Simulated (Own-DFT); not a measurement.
# Stretching a layer in its plane: wurtzite AlGaN with randomly placed atoms, 128 atoms (Al48Ga16N64)

Everything here is calculated. The program is Own-DFT (plane waves, in-house, since retired, never reviewed by a person); positions were held fixed, and spin and spin-orbit coupling were off.

Method: PBE; PseudoDojo norm-conserving scalar-relativistic files (stringent for Ga); cutoff 96 hartree; 3 x 3 x 3 k mesh centred on Gamma; Gaussian smearing of 0.01 eV.

Caveats: k mesh not checked against a denser one; stress not checked against mesh or cutoff.

Unstrained cell vectors in Å: (12.525, 0.000, 0.000); (-6.262, 10.847, 0.000); (0.000, 0.000, 10.066). The unstrained cell has measured lattice constants (interpolated for alloys), not those of this functional. That, the random moves and any unrelaxed bonds set the pressure at no strain. Each run strains x and y alike by e, as a substrate would, and holds the height along z. Random moves of width 0.05 Å per axis were added to every atom. The random placing of the alloy's atoms differs from row to row. Stress is positive in tension.

```
e (%),u (Å),(s_xx + s_yy)/2 (GPa),s_zz (GPa)
-2.50,0.049,-22.39,-10.07
-2.00,0.051,-19.99,-8.76
-1.75,0.052,-18.39,-7.50
-1.50,0.047,-14.84,-9.76
-0.75,0.048,?,?
-0.25,0.050,-8.21,-6.31
0.25,0.052,-4.25,-7.58
0.75,0.049,-2.19,-5.19
2.00,0.050,4.06,-3.72
3.00,0.049,8.11,-2.05
```

## What the rows give

With e as a fraction, the in-plane stress is -6.3 + 584 e - 3405 e² GPa (errors 14 and 860, scatter 0.71), and s_zz is -6.5 + 136 e GPa (slope ± 17, scatter 0.94). At e = 0 the first slope is C11 + C12 and the second 2 C13, both with the ions held to the strained lattice and at the cell's own pressure. The term in e² is negative: the layer stiffens under compression and softens under tension. A free layer would change its height as e changes, and the in-plane slope would drop by 2 C13²/C33 to the biaxial modulus. At fixed height, a misfit of 1 % moves the in-plane stress by about 5.8 GPa and s_zz by 1.4 GPa.

## Test on the hidden row

Q: what are the two stresses at e = -0.75 %?

The fit gives -10.8 and -7.5 GPa. The hidden result is -10.86 and -7.04 GPa.
